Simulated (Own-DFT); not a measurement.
## Calculated data, GaP (zincblende, atoms displaced)

All values are calculated (Own-DFT development build). A calculation, not a measurement: plane-wave PBE density functional theory by an unreviewed code, no spin, of a simulated periodic cell, stress positive in tension, free energy of the whole cell less one offset for each atom, forces on such cells passed a denser k mesh, this cell's mesh not checked; offsets are fitted by least squares, one for each functional and potential file, so energies compare only between cells with the same atoms and settings and are not formation energies; the far tail of each file's local potential was reset to the Coulomb form; each entry is a single point on an unrelaxed cell, so the pressure reflects the starting lattice, mostly measured values (interpolated for alloys), from which strain is counted, and rises with the displacements; printed positions are rounded, which can move forces by about a meV/angstrom; the program, named Own-DFT, is a retired in-house code; no spin-orbit coupling.

```yaml
- formula: GaP
  kind: "zincblende, atoms displaced"
  structure:
    cell_angstrom: [[16.3515, 0.0, 0.0], [0.0, 10.901, 0.0], [0.0, 0.0, 10.901]]
    atoms_fractional:
      - [Ga, 0.99884, 0.99644, 0.9973]
      - [Ga, 0.00886, 0.24494, 0.26824]
      - [Ga, 0.1613, 0.00424, 0.24445]
      - [Ga, 0.16464, 0.25456, 0.98772]
      - [P, 0.08538, 0.13881, 0.11836]
      - [P, 0.07904, 0.37053, 0.36651]
      - [P, 0.2543, 0.13235, 0.38555]
      - [P, 0.24265, 0.388, 0.12852]
      - [Ga, 0.9996, 0.00624, 0.50708]
      - [Ga, 0.00069, 0.22807, 0.73527]
      - [Ga, 0.1779, 0.99076, 0.7379]
      - [Ga, 0.16478, 0.2545, 0.5079]
      - [P, 0.0776, 0.11517, 0.62219]
      - [P, 0.08759, 0.38307, 0.85551]
      - [P, 0.25097, 0.11355, 0.87693]
      - [P, 0.25022, 0.37244, 0.63034]
      - [Ga, 0.99621, 0.50174, 0.99234]
      - [Ga, 0.99266, 0.76361, 0.25856]
      - [Ga, 0.16714, 0.50304, 0.2544]
      - [Ga, 0.16243, 0.76466, 0.00936]
      - [P, 0.0857, 0.63655, 0.1272]
      - [P, 0.08276, 0.87223, 0.37434]
      - [P, 0.2486, 0.6267, 0.35972]
      - [P, 0.25191, 0.86929, 0.12703]
      - [Ga, 0.99316, 0.51305, 0.50572]
      - [Ga, 0.99997, 0.76239, 0.75131]
      - [Ga, 0.17616, 0.48676, 0.75883]
      - [Ga, 0.16692, 0.75444, 0.5098]
      - [P, 0.09362, 0.60417, 0.61016]
      - [P, 0.09018, 0.86045, 0.87872]
      - [P, 0.25732, 0.63763, 0.8716]
      - [P, 0.25116, 0.86131, 0.63521]
      - [Ga, 0.33075, 0.99765, 0.00691]
      - [Ga, 0.33442, 0.27002, 0.26325]
      - [Ga, 0.50873, 0.00098, 0.25841]
      - [Ga, 0.49565, 0.24891, 0.99496]
      - [P, 0.43112, 0.11296, 0.12052]
      - [P, 0.40813, 0.38958, 0.37907]
      - [P, 0.58845, 0.12821, 0.36765]
      - [P, 0.58465, 0.35131, 0.11827]
      - [Ga, 0.341, 0.0047, 0.501]
      - [Ga, 0.33075, 0.24379, 0.75694]
      - [Ga, 0.49968, 0.00284, 0.75868]
      - [Ga, 0.49813, 0.23839, 0.49916]
      - [P, 0.41955, 0.12951, 0.63352]
      - [P, 0.4039, 0.3807, 0.86823]
      - [P, 0.59066, 0.12392, 0.87917]
      - [P, 0.58556, 0.37364, 0.62469]
      - [Ga, 0.33913, 0.51554, 0.00384]
      - [Ga, 0.33189, 0.74741, 0.2523]
      - [Ga, 0.50206, 0.50829, 0.23531]
      - [Ga, 0.50123, 0.76576, 0.02182]
      - [P, 0.41676, 0.61298, 0.13133]
      - [P, 0.42005, 0.86865, 0.37917]
      - [P, 0.58695, 0.63402, 0.37991]
      - [P, 0.57667, 0.87167, 0.11313]
      - [Ga, 0.3423, 0.50356, 0.49573]
      - [Ga, 0.33668, 0.75952, 0.74098]
      - [Ga, 0.50002, 0.49762, 0.76172]
      - [Ga, 0.49385, 0.74945, 0.49794]
      - [P, 0.41887, 0.61593, 0.62656]
      - [P, 0.40569, 0.86739, 0.89233]
      - [P, 0.58415, 0.62492, 0.88169]
      - [P, 0.58426, 0.87525, 0.60553]
      - [Ga, 0.65935, 0.00995, 0.9921]
      - [Ga, 0.6656, 0.23299, 0.25567]
      - [Ga, 0.84267, 0.00066, 0.27096]
      - [Ga, 0.82607, 0.23891, 0.99355]
      - [P, 0.75118, 0.15365, 0.13874]
      - [P, 0.74713, 0.36579, 0.35558]
      - [P, 0.91016, 0.11598, 0.38677]
      - [P, 0.91531, 0.3719, 0.11162]
      - [Ga, 0.6545, 0.99082, 0.50664]
      - [Ga, 0.66332, 0.26402, 0.76118]
      - [Ga, 0.83191, 0.98163, 0.75973]
      - [Ga, 0.83326, 0.25517, 0.49011]
      - [P, 0.74493, 0.12777, 0.62861]
      - [P, 0.74715, 0.37993, 0.88273]
      - [P, 0.91585, 0.12215, 0.86245]
      - [P, 0.90532, 0.37708, 0.61891]
      - [Ga, 0.66796, 0.49712, 0.99902]
      - [Ga, 0.66121, 0.7417, 0.25663]
      - [Ga, 0.83969, 0.49301, 0.25511]
      - [Ga, 0.82589, 0.74334, 0.00481]
      - [P, 0.75197, 0.61715, 0.12588]
      - [P, 0.74634, 0.88235, 0.36749]
      - [P, 0.91269, 0.61926, 0.3662]
      - [P, 0.92264, 0.87292, 0.13713]
      - [Ga, 0.66949, 0.51144, 0.49948]
      - [Ga, 0.65561, 0.7612, 0.76635]
      - [Ga, 0.82553, 0.49206, 0.75053]
      - [Ga, 0.82115, 0.74858, 0.51087]
      - [P, 0.74733, 0.61941, 0.61188]
      - [P, 0.75386, 0.88265, 0.89317]
      - [P, 0.91669, 0.63763, 0.87018]
      - [P, 0.9162, 0.87549, 0.60902]
  settings:
    functional: PBE
    potential_files: "PseudoDojo norm-conserving, scalar-relativistic, standard set"
    "wave_cutoff [hartree]": 42.0
    occupations: Fermi-Dirac
    "smearing_width [eV]": 0.1
    hardware: "one NVIDIA H200"
    k_mesh: "2 x 3 x 3 centred on Gamma"
  results:
    "free_energy_of_cell_above_offsets [eV]": "-36.759"
    "pressure [GPa]": 5.23
    "stress_xx [GPa]": -5.4
    "stress_yy [GPa]": -5.08
    "stress_zz [GPa]": -5.19
    "stress_yz [GPa]": -0.04
    "stress_xz [GPa]": -0.63
    "stress_xy [GPa]": -1.6
    force_element: [Ga, Ga, Ga, Ga, P, P, P, P, Ga, Ga, Ga, Ga, P, P, P, P, Ga, Ga, Ga, Ga, P, P, P, P, Ga, Ga, Ga, Ga, P, P, P, P, Ga, Ga, Ga, Ga, P, P, P, P, Ga, Ga, Ga, Ga, P, P, P, P, Ga, Ga, Ga, Ga, P, P, P, P, Ga, Ga, Ga, Ga, P, P, P, P, Ga, Ga, Ga, Ga, P, P, P, P, Ga, Ga, Ga, Ga, P, P, P, P, Ga, Ga, Ga, Ga, P, P, P, P, Ga, Ga, Ga, Ga, P, P, P, P]
    "force_x [eV/angstrom]": [0.551, -2.803, 0.945, 0.516, -0.704, 1.685, -0.622, 1.587, -0.392, -1.063, -2.067, -0.287, 3.376, -2.725, -0.413, 1.097, 0.862, 1.722, -1.653, 1.728, -1.218, 0.239, 0.353, -0.184, -0.195, 0.252, 1.169, -0.218, -0.206, -1.371, -0.981, 0.429, 0.3, -1.072, -0.743, -0.263, -2.297, 4.301, -1.845, -0.114, -0.69, -0.522, 0.107, 0.331, -0.253, 1.556, -2.679, -0.788, -2.194, 0.798, 1.947, -4.226, 0.137, -0.901, -2.012, 4.883, -3.289, 1.527, 0.336, 0.861, 0.307, 1.944, -1.104, -3.206, 2.423, -0.631, -1.903, 1.437, 1.542, 0.057, 2.783, 0.488, 3.978, 0.669, 0.383, -1.607, 0.208, 0.65, -0.429, 1.795, -0.707, 1.676, -0.857, 1.46, -0.805, -0.501, 0.372, -2.454, -1.06, 1.333, 0.615, 1.395, 0.103, -1.633, -0.879, -0.447]
    "force_y [eV/angstrom]": [0.294, -1.726, 0.085, 0.649, -1.32, 2.459, -0.555, -1.236, -1.514, 3.045, 0.942, -0.094, -0.007, -2.117, 0.77, -0.229, 0.431, -2.599, 0.041, -2.339, -1.001, 1.09, 0.272, 1.251, -1.312, -1.107, 2.73, -0.986, 1.361, 2.991, -0.55, 1.589, 0.58, -1.623, -0.959, 0.122, 0.78, -1.716, -1.601, 2.226, -0.467, 0.012, -0.876, 1.658, -0.723, -0.401, 2.008, 0.588, -1.248, 0.202, -2.206, -4.729, 3.367, 1.297, -1.622, 3.616, 1.465, -2.145, -0.251, -1.151, 1.356, 0.268, 0.255, -2.678, -1.43, 3.065, -1.166, 1.146, -4.642, 1.455, 2.423, -0.61, 3.63, -1.027, 1.455, -0.413, -0.436, -0.729, -0.605, -0.346, 0.205, 1.439, -0.934, 0.261, -0.061, -0.747, 1.775, 1.66, -2.662, 0.115, 1.26, 0.941, 0.76, -0.817, -0.988, -0.691]
    "force_z [eV/angstrom]": [0.076, -2.607, 0.409, 0.189, 0.156, 2.958, -0.74, -1.346, -1.973, 1.02, 1.689, -0.585, 0.194, 1.788, -0.084, -0.931, 0.214, 0.617, -0.628, 0.377, 0.394, 1.019, 3.025, 0.696, -0.859, -1.221, -0.921, -1.575, 1.858, -1.811, 0.602, -3.037, 0.797, -1.926, -0.745, -0.827, 0.821, -1.165, 2.807, 0.649, 0.334, -0.699, 0.07, -0.424, 0.059, 1.279, -2.159, -0.36, -1.021, -0.445, 1.971, -3.785, -0.388, -1.211, 0.055, 4.204, 1.556, 1.507, -0.843, 0.89, 0.459, -1.535, 0.66, 4.397, 3.064, -0.633, -3.062, -0.437, -1.7, 1.913, 0.67, 0.832, -2.466, -1.018, -2.071, 0.546, 0.09, -0.651, 1.333, 0.557, 1.283, -2.082, -1.864, 0.408, 1.05, 0.945, 1.644, -2.209, -1.519, -1.268, -0.093, -2.341, 3.876, -0.397, -0.13, 1.788]
    "wall_time [s]": 945.9
```
